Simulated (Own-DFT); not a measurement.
## Calculated data, Al$_{3}$GaN$_{4}$ (wurtzite random alloy, strained, atoms displaced), Al$_{3}$Ga$_{5}$N$_{8}$ (wurtzite random alloy, strained, atoms displaced)

A calculation, not a measurement: plane-wave PBE density functional theory by an unreviewed code, no spin, of a simulated periodic cell, stress positive in tension, free energy of the whole cell less one offset for each atom, forces on such cells passed a denser k mesh, this cell's mesh not checked; offsets are fitted by least squares, one for each functional and potential file, so energies compare only between cells with the same atoms and settings and are not formation energies; the far tail of each file's local potential was reset to the Coulomb form; each entry is a single point on an unrelaxed cell, so the pressure reflects the starting lattice, mostly measured values, from which strain is counted, and rises with the displacements; printed positions are rounded, which can move forces by about a meV/angstrom; the program is a retired in-house code; no spin-orbit coupling. Program: Own-DFT development build.

Common to all runs: functional PBE.

(1) 
```xyz
72
Lattice="9.3938 0.0000 0.0000 -4.6969 8.1352 0.0000 0.0000 0.0000 10.0907" Properties=species:S:1:pos:R:3:force_x:R:1:force_y:R:1:force_z:R:1 formula=Al3GaN4 potential_files=PseudoDojo_norm-conserving,scalar-relativistic,standard_set_with_the_stringent_files_for_Ga wave_cutoff=96 occupations=Gaussian smearing_width=0.01 k_mesh=4_x_4_x_3_centred_on_Gamma free_energy_of_cell_above_offsets=-22.318 pressure=6.05 stress_xx=-4.08 stress_yy=-7.19 stress_zz=-6.89 stress_yz=0.39 stress_xz=0.19 stress_xy=-0.09
Al     0.0401     1.8682    10.0727     -1.075     -1.291     -0.297
Al     1.6032     0.8499     2.5317     -0.407      1.253     -1.104
N     -0.0550     1.7804     1.8440      1.057     -0.422      1.026
N      1.6148     0.9854     4.3673     -1.899     -0.872       0.37
Al    -0.0728     1.7962     4.9933      2.261      0.894      1.757
Al     1.5656     0.8746     7.6680      0.185      0.588     -1.391
N      0.0057     1.8007     7.0052      0.513     -0.308     -1.144
N      1.5052     0.8944     9.5277      0.638     -0.206      0.385
Al    -1.4793     4.5673    10.0453     -1.694      -0.46      0.933
Ga    -0.1050     3.6162     2.5262      2.223     -0.531      0.726
N     -1.5737     4.5027     1.9469     -2.178        0.7     -1.429
N      0.0824     3.6190     4.5290     -2.104     -0.219     -1.031
Al    -1.5000     4.6143     5.0786     -0.878     -1.581     -0.264
Ga     0.0374     3.6794     7.6548      -0.78     -1.487     -2.573
N     -1.5384     4.5364     6.9760     -1.303      0.411     -0.229
N     -0.0136     3.5830     9.4443     -0.085      0.974       2.97
Al    -3.1027     7.2213     0.0426      -0.84      0.479     -1.201
Al    -1.6480     6.2961     2.4996      1.316     -0.012      0.022
N     -3.0770     7.2479     1.8544     -1.284     -0.282      1.894
N     -1.6016     6.3579     4.4016      1.218      -0.37      0.038
Ga    -3.2068     7.1913     5.0337      1.598      1.673      1.239
Al    -1.5873     6.3323     7.5597     -0.387     -0.276      0.739
N     -3.1463     7.2072     7.0501     -0.635      0.088     -0.802
N     -1.6691     6.3146     9.4764      2.527      0.232     -0.145
Ga     3.1771     1.8214     0.0342      -2.08      0.569     -0.761
Al     4.7526     1.0043     2.5017     -0.967     -1.805      0.472
N      3.1602     1.9682     1.9455      0.123     -7.306     -1.159
N      4.7041     0.8748     4.4142     -0.523     -0.086     -0.663
Al     3.1005     1.8539     4.9837      1.331     -0.285       1.81
Al     4.7345     0.8574     7.5520     -0.995      0.746     -0.498
N      3.1396     1.7473     6.9753      -0.32     -0.211     -0.805
N      4.5869     0.8855     9.4585      3.438     -0.569      0.235
Ga     1.5199     4.6062     0.0391      0.967     -1.919     -0.389
Ga     3.1294     3.5575     2.4821     -0.536      5.495      2.663
N      1.6002     4.5562     1.9229     -1.179      0.386      1.019
N      3.2437     3.6511     4.4736     -2.575      -0.31     -0.383
Al     1.5119     4.5705     5.0241      2.373     -1.192      1.412
Ga     3.1487     3.6477     7.5577     -1.435     -1.614     -1.998
N      1.4970     4.5381     6.9778      1.636      0.055     -1.861
N      3.1290     3.5886     9.3515      0.034      0.973      3.976
Al     0.0690     7.2721     0.0289     -1.174     -0.978     -1.387
Al     1.5232     6.3429     2.6414      0.479     -0.414     -1.519
N     -0.0226     7.1243     1.8459      0.421      1.648      1.673
N      1.6234     6.3078     4.5065     -0.537      1.494     -0.589
Al     0.0110     7.2109     5.0681     -0.428      0.693     -0.274
Ga     1.5799     6.3183     7.5594     -0.169      0.507     -1.171
N     -0.0753     7.1849     6.9624      0.839       0.88     -0.415
N      1.5972     6.2888     9.4074     -0.145      2.789      2.024
Al     6.2643     1.8997     0.0054     -0.024     -1.157     -0.824
Al     7.8448     0.8904     2.4981      0.037     -0.404       0.34
N      6.3231     1.8602     1.9407     -0.585     -1.991     -1.122
N      7.8025     0.9216     4.5101       1.38     -0.781     -2.581
Ga     6.2842     1.8502     5.0133     -1.629      0.161      0.909
Al     7.8580     0.9682     7.5624     -0.796      -0.72     -1.249
N      6.2348     1.8206     6.9153      0.592      0.083      1.822
N      7.7818     0.9856     9.3695      0.146     -0.828      2.799
Al     4.6366     4.5126    10.0771      0.608      0.444     -0.502
Al     6.1604     3.5349     2.5049      1.426      2.986      0.791
N      4.6636     4.5235     1.8790      1.102     -0.054      -0.03
N      6.2883     3.6229     4.4216     -0.036      1.966     -0.478
Al     4.6587     4.6066     4.9745      1.704     -2.253      2.133
Al     6.2722     3.6642     7.6320     -0.414     -0.606     -1.527
N      4.6487     4.5090     6.9884      2.474      1.541     -1.273
N      6.2706     3.6423     9.4926     -0.104       0.41       0.56
Al     3.1375     7.2746     0.0391        0.4     -0.148      -1.49
Al     4.6481     6.2725     2.5384      1.126      0.447       -1.2
N      3.1638     7.1702     1.8992     -1.325      1.302       1.08
N      4.6933     6.2933     4.4074     -1.285      1.524     -0.802
Al     3.1950     7.3212     5.0551     -0.867     -1.774      0.244
Al     4.6561     6.3055     7.6003      0.619      0.119      0.488
N      3.1628     7.2015     6.9032      0.337      1.282      0.672
N      4.7432     6.3412     9.5581      -1.45     -0.066     -0.663
```

Units: wave_cutoff in hartree; smearing_width, free_energy_of_cell_above_offsets in eV; pressure, stress_xx, stress_yy, stress_zz, stress_yz, stress_xz, stress_xy in GPa; force_x, force_y, force_z in eV/Å.

(2) 
```xyz
72
Lattice="9.3938 0.0000 0.0000 -4.6969 8.1352 0.0000 0.0000 0.0000 10.0907" Properties=species:S:1:pos:R:3:force_x:R:1:force_y:R:1:force_z:R:1 formula=Al3GaN4 potential_files=PseudoDojo_norm-conserving,scalar-relativistic,standard_set_with_the_stringent_files_for_Ga wave_cutoff=96 occupations=Gaussian smearing_width=0.01 k_mesh=4_x_4_x_3_centred_on_Gamma free_energy_of_cell_above_offsets=-22.074 pressure=6.08 stress_xx=-6.31 stress_yy=-7.04 stress_zz=-4.88 stress_yz=-0.76 stress_xz=-0.27 stress_xy=0.77
Ga    -0.0782     1.7924     0.0813       1.91     -0.327     -1.562
Ga     1.5131     0.8504     2.5529      0.975      1.608      -1.85
N      0.0121     1.8086     1.9101     -1.402      0.067      2.326
N      1.5822     1.0242     4.3569     -0.602      -2.38      3.017
Ga    -0.0636     1.7621     5.0509      1.946      1.784      1.163
Ga     1.5841     0.8426     7.5443     -0.455     -0.086       0.41
N     -0.0072     1.8001     6.9835     -0.879     -0.959     -0.054
N      1.5767     0.8748     9.4448      -0.85     -0.389      1.083
Al    -1.4668     4.4665    10.0322     -3.415      2.467      1.035
Al     0.0581     3.6445     2.5245     -1.559     -1.116      0.751
N     -1.5395     4.3845     1.8799     -0.302      2.034      0.671
N     -0.1307     3.6502     4.5856      3.527     -1.036     -2.631
Al    -1.5174     4.5297     5.0672     -3.417       1.45      1.166
Al     0.0159     3.5610     7.4580      0.315      0.754      1.527
N     -1.4795     4.5496     7.0258       -1.2     -1.088     -0.772
N     -0.0800     3.5711     9.5776      3.384      0.007     -2.937
Al    -3.1706     7.2334     0.0445      0.681     -0.007     -1.441
Al    -1.6775     6.2992     2.5550      2.891     -0.424     -0.729
N     -3.0743     7.2543     1.8852      -1.93     -1.658      1.204
N     -1.5349     6.3820     4.5021     -2.915     -1.555     -1.712
Al    -3.1474     7.2868     5.0483       1.33     -0.142      0.897
Al    -1.5541     6.2975     7.5927      0.517      0.061      0.828
N     -3.0990     7.0556     6.9731     -0.706      1.665     -1.229
N     -1.6123     6.3530     9.5136      1.037     -0.691     -0.098
Ga     3.0822     1.8724    10.0725      0.583      -1.94      0.819
Al     4.6326     0.8771     2.5011     -0.181      1.745      0.703
N      3.0675     1.8645     1.9610      1.246     -0.461     -0.209
N      4.7168     0.8631     4.4832     -0.577      2.227     -1.273
Al     3.0998     1.7124     5.0760      1.622      2.216     -0.619
Ga     4.6169     0.7910     7.5656      0.965      2.838       0.63
N      3.1529     1.8263     6.9479     -1.118       0.21     -0.606
N      4.6741     0.8253     9.4597      0.445       1.29      0.805
Al     1.5612     4.4535    10.0283     -0.637      0.317        0.9
Al     3.1525     3.6476     2.5274     -0.512     -0.551     -0.737
N      1.5315     4.4228     1.8937      1.526      2.185      -0.41
N      3.1443     3.6119     4.3595     -0.594       0.18      1.632
Al     1.5123     4.4764     5.0515      0.948      0.562      -1.33
Al     3.0991     3.6554     7.5177      0.725     -1.123      0.895
N      1.6168     4.5448     6.8932     -1.286     -0.312      1.019
N      3.1309     3.6146     9.5043      0.363      1.887     -1.379
Al     0.0506     7.2441    10.0821     -1.803      -0.57      0.362
Al     1.6403     6.3380     2.4418     -3.473      -1.27      0.691
N     -0.0227     7.3621     1.8641      0.121     -3.412      0.529
N      1.5257     6.3064     4.3452      1.096     -0.767      0.284
Ga    -0.0230     7.2514     4.9813      1.756     -0.666      1.159
Al     1.5443     6.3136     7.5430       0.53       0.35      0.021
N      0.0000     7.2478     6.9607      0.146     -2.953     -0.423
N      1.5284     6.2983     9.4771      0.862     -0.394     -0.273
Ga     6.2624     1.8332     0.0673     -0.481     -0.456     -0.834
Al     7.8167     0.9278     2.5641     -0.191     -0.038     -1.451
N      6.2147     1.7987     2.0059      0.359       0.31      0.286
N      7.8838     0.9581     4.4047     -2.972     -1.252     -0.426
Al     6.2248     1.8553     4.9672      0.174     -0.408      1.226
Al     7.6895     0.8805     7.5706      1.992       0.05      0.341
N      6.2352     1.8693     7.0127      0.355     -2.497     -1.993
N      7.8789     0.8851     9.4874     -2.184     -1.504     -0.556
Al     4.7544     4.5537     0.0324     -1.417     -0.274     -0.588
Al     6.2453     3.6534     2.4632      0.313     -0.975      0.983
N      4.7119     4.5511     1.8854     -0.202      0.579       1.45
N      6.2159     3.6248     4.4643      0.834      1.163     -0.864
Al     4.6711     4.5919     4.9635       -0.1     -2.888      1.897
Al     6.2896     3.5207     7.5748     -0.657      3.237      0.582
N      4.6370     4.4253     6.9321      1.499      1.518     -0.279
N      6.2257     3.6974     9.5134      1.401     -1.026     -0.685
Al     3.1251     7.1765     0.0276      0.036      0.477     -0.705
Al     4.7401     6.3380     2.6819      -0.59     -0.031     -3.692
N      3.0544     7.2140     1.9113      3.201      1.219      0.438
N      4.7653     6.3248     4.4894      0.295      0.967     -0.634
Ga     3.1753     7.2397     4.9705     -1.872     -0.096      1.074
Al     4.7016     6.2758     7.5404     -0.072     -0.796      0.953
N      3.1898     7.2145     6.9498      -1.19      0.254      0.324
N      4.6862     6.2944     9.5503     -0.163       0.84     -1.099
```

Units: wave_cutoff in hartree; smearing_width, free_energy_of_cell_above_offsets in eV; pressure, stress_xx, stress_yy, stress_zz, stress_yz, stress_xz, stress_xy in GPa; force_x, force_y, force_z in eV/Å.

(3) 
```xyz
128
Lattice="12.5457 0.0000 0.0000 -6.2728 10.8649 0.0000 0.0000 0.0000 10.2177" Properties=species:S:1:pos:R:3:force_x:R:1:force_y:R:1:force_z:R:1 formula=Al3Ga5N8 potential_files=PseudoDojo_norm-conserving,scalar-relativistic,standard_set wave_cutoff=42 occupations=Fermi-Dirac smearing_width=0.05 k_mesh=3_x_3_x_3_centred_on_Gamma free_energy_of_cell_above_offsets=4.282 pressure=10.71 stress_xx=-12.94 stress_yy=-11.17 stress_zz=-8.01 stress_yz=-0.55 stress_xz=0.14 stress_xy=-0.67
Ga    -0.0647     1.8115    10.2171      0.999      0.074      0.551
Ga     1.6182     0.9201     2.4913      0.396     -0.938      0.479
N      0.0702     1.7242     1.9983     -3.265      1.518     -0.847
N      1.6119     0.9590     4.3868     -0.888     -1.728      1.551
Ga     0.0702     1.7810     5.1680     -0.535      0.578     -0.746
Ga     1.5434     0.9095     7.6994      0.672     -0.583      0.217
N     -0.0196     1.7428     7.0932       0.92      1.983     -0.832
N      1.5161     0.8711     9.5957      0.521     -0.377      1.228
Ga    -1.5881     4.4845     0.0440      0.233       0.54      0.681
Al     0.0380     3.5606     2.5567     -0.596      0.323     -0.419
N     -1.6001     4.5375     1.9677      0.486     -0.504      1.023
N     -0.0056     3.6051     4.4266     -1.329     -0.502      0.116
Ga    -1.6728     4.5319     5.0074      2.763      0.187      1.372
Ga    -0.0186     3.6826     7.7130      0.791     -1.132      0.282
N     -1.5695     4.4467     7.0387      0.342      2.273     -1.201
N      0.0204     3.7555     9.6910      -0.31      -2.39      -1.53
Ga    -3.1382     7.2445     0.0680     -0.344     -0.278     -1.789
Al    -1.5921     6.3893     2.5236      1.141     -1.091      0.117
N     -3.1517     7.1739     1.9273      0.891      0.898      0.937
N     -1.5509     6.3448     4.4661     -0.051     -0.007      -1.27
Ga    -3.0761     7.2063     5.1481     -1.243      0.242     -0.356
Ga    -1.5527     6.4414     7.7274     -0.681     -1.741     -0.292
N     -3.1761     7.2158     7.0507     -0.236       0.59      0.721
N     -1.5684     6.2462     9.6534     -0.005      1.851     -0.701
Al    -4.7109     9.8813     0.0405      0.851      1.124     -0.402
Ga    -3.1215     9.0652     2.5315     -1.209     -1.403      1.116
N     -4.6936     9.9294     1.9656     -0.289      0.052     -0.999
N     -3.1794     9.0212     4.5254      0.693      0.206      -0.71
Ga    -4.7239     9.9192     5.1498      0.248      1.099     -0.356
Al    -3.1648     9.0658     7.6053      1.812     -1.321      1.676
N     -4.6123     9.9177     7.0893     -1.956      0.808     -1.099
N     -3.0702     9.0440     9.5996     -1.568      0.285     -0.675
Ga     3.1115     1.8207    10.1764      -1.44      0.448      0.944
Al     4.7377     0.8944     2.6443     -0.551     -0.643     -0.732
N      3.1507     1.8436     1.9802       1.87     -2.243     -1.163
N      4.6585     0.7751     4.6078       2.19      3.561     -2.685
Ga     3.1352     1.7271     5.1317     -0.085      2.024      0.588
Al     4.7841     0.9177     7.6966     -2.659     -1.611     -0.559
N      3.0869     1.8098     7.0573       1.91      1.019      0.874
N      4.6054     0.8961     9.6532      1.745      0.337         -2
Al     1.4905     4.5282     0.0660       2.22      0.569     -0.012
Ga     3.2895     3.5535     2.5783     -1.878       1.92     -0.692
N      1.5095     4.4764     1.9074      0.887      0.391      0.386
N      3.1614     3.6640     4.4106      -0.59     -0.642      2.389
Ga     1.4330     4.4934     5.1224       2.38      1.131     -0.624
Al     3.1540     3.7673     7.7057     -0.195     -3.377      0.335
N      1.6539     4.4710     7.0433     -1.611      0.807     -0.135
N      3.1350     3.6574     9.5929     -0.338      1.058     -0.104
Ga     0.0253     7.2136    10.1573      -0.85      0.893      1.104
Ga     1.6223     6.3613     2.5576     -1.613     -1.858      0.943
N      0.0467     7.2436     1.9012     -1.401     -2.015     -0.047
N      1.5814     6.4039     4.5191     -0.031     -1.398     -0.105
Ga     0.0040     7.2546     5.0855      0.052     -0.239      0.312
Ga     1.6403     6.2981     7.6733     -0.912      0.675     -1.186
N     -0.0211     7.3178     7.0164      0.924     -4.506     -0.514
N      1.5557     6.3416     9.5477     -0.242     -2.024      0.536
Ga    -1.5258     9.9940    10.1897     -0.709     -1.292      1.054
Ga    -0.0061     8.9506     2.5274      0.646      1.392      0.947
N     -1.5733     9.8193     1.9877      0.962      3.475     -0.632
N      0.0038     9.0460     4.5304     -3.098      0.088     -1.355
Al    -1.6604     9.9857     5.0467      1.281     -3.558      2.056
Ga    -0.0068     8.9208     7.6589      0.193      5.179      1.527
N     -1.6078     9.8623     7.0046      0.438       1.74      0.111
N      0.0259     9.0965     9.6805      1.087     -0.459      -1.17
Ga     6.2035     1.7677     0.0217      0.984      0.293      0.319
Al     7.9044     0.8306     2.4948     -1.523      0.263      1.124
N      6.2591     1.8773     1.9824      0.262     -3.775       0.41
N      7.8843     0.8805     4.4833     -0.524      1.494     -0.766
Al     6.2903     1.8951     4.9637     -0.093     -2.515      1.663
Ga     7.8230     0.8492     7.6423      0.693       1.42      0.967
N      6.2552     1.7792     7.0968      0.065     -0.386     -2.076
N      7.8463     0.8667     9.6434     -0.274      0.189     -0.049
Al     4.6933     4.4955     0.0348       0.74      0.545     -0.593
Ga     6.3723     3.5805     2.5930      -1.38      2.106     -0.374
N      4.7222     4.5103     1.8612      0.904      1.601      1.044
N      6.2372     3.6369     4.4914      0.366      0.965      1.256
Al     4.5751     4.5824     5.1253      1.509     -1.375      0.049
Ga     6.1639     3.5206     7.6532      2.016      1.811       1.43
N      4.6768     4.5096     7.0670     -0.323      0.974     -0.869
N      6.3252     3.6061     9.7343     -1.144      0.489     -1.592
Ga     3.1066     7.0855    10.1897     -0.077      2.634      1.355
Al     4.7122     6.3773     2.5704     -0.615     -1.352      0.576
N      3.0952     7.2378     1.9942      2.637      0.773     -1.115
N      4.7051     6.2834     4.5773      0.435          1     -1.712
Ga     3.1796     7.2710     5.1639     -0.453      0.052     -0.997
Al     4.7471     6.2773     7.6300     -0.528      1.856      0.685
N      3.1243     7.3150     7.0313      1.351     -1.828      1.277
N      4.7150     6.4398     9.6395      0.653      -2.93     -1.797
Al     1.6385     9.9789     0.0238     -1.365     -0.736     -0.124
Al     3.1498     9.0651     2.4910     -0.968      -0.85      1.255
N      1.5569     9.9071     1.9144      0.803      0.948     -0.032
N      3.1025     9.0447     4.4669      1.197      0.491     -1.172
Ga     1.4978     9.8787     5.0294      2.098      1.773      1.703
Ga     3.0544     9.0830     7.6970      2.201     -0.311     -0.146
N      1.6299     9.9915     7.0741     -2.491     -1.075     -1.736
N      3.0471     9.0082     9.5725      0.454     -0.252      1.266
Ga     9.4334     1.7873     0.1015      -0.31      0.398     -2.797
Al    10.9632     0.8747     2.6272      0.597      -0.03     -1.585
N      9.3711     1.7824     1.9274      1.126      0.353      2.233
N     10.9829     0.9555     4.4598     -0.517      0.275      0.646
Al     9.4168     1.8752     5.1309     -0.156     -1.288     -0.307
Ga    10.9564     0.9576     7.6010     -0.433     -1.079       1.58
N      9.4159     1.8276     7.0412     -1.249       0.76     -1.299
N     10.9634     0.9177     9.5697     -0.624     -0.225      0.151
Al     7.8847     4.4519     0.0815     -0.282      1.346     -2.594
Al     9.4044     3.5963     2.4805      0.024      0.473      0.518
N      7.8397     4.5242     1.8666      1.402      -0.77      1.421
N      9.4120     3.6392     4.4237     -2.148     -1.283     -0.523
Al     7.9122     4.5078     5.1434     -1.905      1.035     -0.504
Ga     9.4000     3.6880     7.6304      -1.13     -0.649      1.034
N      7.7703     4.6511     7.0238       0.23     -2.082     -0.557
N      9.4597     3.6619     9.5936     -1.999     -1.071       0.21
Al     6.2166     7.2271     0.0340      1.741      1.478       0.15
Ga     7.8568     6.3097     2.5344     -0.394     -0.144       0.69
N      6.2736     7.1961     2.0200     -0.811      0.845     -1.419
N      7.7951     6.3488     4.4630       1.91     -1.617       0.38
Ga     6.3404     7.2632     5.1240     -1.461     -1.381      0.031
Al     7.8213     6.3410     7.6706     -0.027      0.774      0.727
N      6.2611     7.2324     7.0250       0.14      -1.46      0.673
N      7.7855     6.3477     9.5643     -0.176     -0.705      0.804
Ga     4.6433     9.9029    10.1802      0.677       0.56     -0.401
Ga     6.2955     9.0567     2.6706     -0.726     -0.137     -1.841
N      4.6231     9.9322     1.8846      1.078      0.982      1.487
N      6.1742     9.0330     4.5576      2.163      0.308     -0.495
Ga     4.7520    10.0028     5.1009     -3.109      0.435      1.313
Ga     6.2814     9.0076     7.5300      0.056      1.299      2.617
N      4.7254     9.9880     7.1159     -0.599      -0.39      -1.36
N      6.3070     9.1676     9.6254     -0.534     -2.783     -0.446
```

Units: wave_cutoff in hartree; smearing_width, free_energy_of_cell_above_offsets in eV; pressure, stress_xx, stress_yy, stress_zz, stress_yz, stress_xz, stress_xy in GPa; force_x, force_y, force_z in eV/Å.
